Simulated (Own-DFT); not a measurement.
# Response to strain: 2H SiC, 32 atoms (C16Si16)

These are calculations, not measurements. They come from Own-DFT, an in-house plane-wave density functional program, since retired, whose code no person has reviewed. Each row is one single-point run on a periodic cell that was not relaxed, without spin or spin-orbit coupling.

Settings of every run: PBE; PseudoDojo norm-conserving scalar-relativistic files; cutoff 42 hartree; 5 x 5 x 3 k mesh centred on Gamma; Fermi-Dirac smearing of 0.1 eV.

Known limits: forces on such cells passed a denser k mesh, each cell not checked; stress not checked against mesh or cutoff.

Unstrained cell vectors in Å: (6.165, 0.000, 0.000); (-3.083, 5.339, 0.000); (0.000, 0.000, 10.068). The unstrained cell has measured lattice constants (interpolated for alloys), not those of this functional. That, the random moves and any unrelaxed bonds set the pressure at no strain. Each run strains this cell uniformly, with the atoms carried along. Every atom was also moved at random, by a Gaussian of width 0.05 Å on each axis. Strain is the symmetric tensor, in per cent. Stress is positive in tension, and the pressure is minus a third of its trace.

```
run  e_xx (%)  e_yy (%)  e_zz (%)  e_yz (%)  e_xz (%)  e_xy (%)  s_xx (GPa)  s_yy (GPa)  s_zz (GPa)  s_yz (GPa)  s_xz (GPa)  s_xy (GPa)  P (GPa)  E (meV/atom)
  1     -1.85      0.83     -0.31      1.10      0.43     -0.08      -16.04       -0.41       -9.65        2.86        1.94        0.59     8.70           0.3
  2      0.70      1.79      1.28      0.74      0.03      1.92       -1.58        5.27        0.87        1.19        1.06       11.10    -1.52          15.8
  3     -0.40      1.60      0.73     -0.88     -1.44     -1.98       -5.91        3.31       -2.21       -2.24       -5.56       -8.47     1.60          16.9
  4     -1.60      0.97      0.74     -1.67      0.56      1.11      -12.27       -5.80       -1.83       -7.95        1.62        7.29     6.63          46.8
  5     -1.00      0.62      0.06     -0.85      1.63     -1.92       -9.24       -1.61       -8.14       -2.24        5.32       -9.72     6.33           1.1
  6      1.48     -1.28     -0.51     -1.02     -0.45      1.37        1.71       -9.52      -12.41       -5.21       -0.50        5.62     6.74          12.0
  7     -1.43      0.37     -1.18      1.54     -1.61     -0.26      -13.45       -3.52      -14.70        5.73       -4.97       -0.63    10.56           1.9
  8      1.79      1.66     -0.89     -1.42     -0.53     -0.26        5.32        6.81      -13.43       -5.26       -2.15       -2.21     0.44           9.4
  9     -1.78     -1.62      1.03     -1.68     -0.39      1.86      -15.31      -16.05       -2.19       -6.67        0.97       10.31    11.18           8.2
 10     -0.39     -0.71      1.94      0.42     -0.91      1.20       -8.90       -6.20        2.13        4.10       -4.15        8.79     4.32          29.7
 11      1.06     -0.05     -0.96     -1.68     -1.69     -1.72       -2.99       -2.57      -12.93       -4.88       -7.04      -10.94     6.16          21.9
 12     -1.09      1.67      1.94      1.68      0.71      0.11       -7.37        1.22        4.90        5.33        2.23        0.00     0.41          10.9
 13      0.49      1.44      1.09     -1.26     -1.89      1.66       -0.02        4.90       -0.79       -4.15       -5.71        6.59    -1.36           0.0
 14      1.44     -0.84     -1.34     -0.10     -0.80      1.71       -1.11       -7.63      -15.07        0.40       -3.25        9.14     7.93          34.2
 15     -0.24     -1.82      1.16      1.46     -0.41     -0.69       -5.64      -15.02       -2.58        5.63       -1.66       -3.20     7.74           4.7
 16     -1.56      0.24      0.33     -0.62      1.83      1.32      -10.59       -4.74       -7.71       -0.12        5.88        4.93     7.68          10.3
 17     -0.44      1.78     -1.89     -1.29      1.68     -1.38       -4.79        5.47      -22.38       -4.42        6.26       -5.52     7.24           4.6
 18      0.35      0.90      1.51     -0.58     -0.11      1.61           ?           ?           ?           ?           ?           ?        ?             ?
```

E is the free energy for each atom above the lowest run shown.

## Worked fit

Each stress component was fitted by least squares to a constant and the strains of the runs shown, as fractions, with shears doubled. Shear strains stay in the fit of a normal stress only where such slopes are resolved. The slopes, in GPa:

| stress | at no strain | per e_xx | per e_yy | per e_zz | scatter |
|---|---|---|---|---|---|
| s_xx | -5.4 | 485 ± 36 | 93 ± 34 | 46 ± 38 | 1.68 |
| s_yy | -4.3 | 132 ± 36 | 523 ± 34 | -29 ± 38 | 1.70 |
| s_zz | -8.2 | 15 ± 29 | 38 ± 27 | 632 ± 30 | 1.36 |

Each shear stress against twice its own strain: yz 177 ± 16, xz 169 ± 11, xy 255 ± 16 GPa. These are stiffnesses along x, y and z of the frame in which the cell vectors are given, which need not be the crystal's axes. The atoms are held to the strained lattice; where symmetry lets them move under strain, relaxing them would lower some slopes. The table should be nearly symmetric about its diagonal, and what it lacks of that shows the noise. A ninth of its sum, 215 ± 6 GPa, estimates the bulk modulus near the mean pressure of these runs, 5.3 GPa, so it lies above the value at zero pressure.

## Withheld run

Question: what normal stresses and pressure should run 18 give?

The fit gives s_xx = -2.2, s_yy = 0.4, s_zz = 1.7 and P = 0.0 GPa. The calculation gave -1.75, 0.48, 2.32 and P = -0.35 GPa.
